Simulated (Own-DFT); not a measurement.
# Which defects push the lattice out? zincblende InP

Calculated, not measured: single-point runs of Own-DFT, a retired in-house plane-wave DFT program that no person has reviewed, on unrelaxed cells, without spin or spin-orbit coupling.

All runs used: PBE; PseudoDojo norm-conserving scalar-relativistic files; cutoff 36 hartree; 3 x 3 x 3 k mesh centred on Gamma; Fermi-Dirac smearing of 0.1 eV.

Keep in mind (not all hold for every row): not probed for a lower state with spin; forces on such cells moved up to 12 meV/angstrom on a denser k mesh; stress not checked against mesh or cutoff.

All runs share one cell, with vectors in Å (11.737, 0.000, 0.000); (0.000, 11.737, 0.000); (0.000, 0.000, 11.737) and a volume of 1617.0 Å³. u is the rms random offset of the atoms per axis. The defect's site can differ from row to row.

```
cell,formula,u (Å),P (GPa)
no defect,In32P32,0.0233,3.23
no defect,In32P32,0.0497,3.55
no defect,In32P32,0.0518,3.53
one In on a P site and one P on an In site,In32P32,0.0299,3.60
one In on a P site and one P on an In site,In32P32,0.0331,3.74
one In on a P site and one P on an In site,In32P32,0.0541,?
one In on a P site and one P on an In site,In32P32,0.0542,3.98
two P vacancies,In32P30,0.0283,2.88
two P vacancies,In32P30,0.0291,2.93
two P vacancies,In32P30,0.0302,2.94
```

## Worked fit

P = P0 + c u² + a shift for each defect gives P0 = 3.13 GPa, c = 159 ± 18 GPa/Å² and a scatter of 0.04 GPa. The shifts, and each times the cell's volume:

- one In on a P site and one P on an In site: 0.38 ± 0.03 GPa, 3.8 eV
- two P vacancies: -0.35 ± 0.04 GPa, -3.5 eV (-1.8 eV for each of its 2 sites)

Against the defect-free cell, a freed cell would be larger where the shift is positive and smaller where it is negative (160.2 GPa Å³ is 1 eV). The atoms around the defects weren't relaxed, which would change these numbers.

## Withheld run

Question: what pressure belongs in the blank (one In on a P site and one P on an In site, u = 0.0541 Å)?

The fit gives 3.98 ± 0.05 GPa. DFT gave 4.04 GPa.
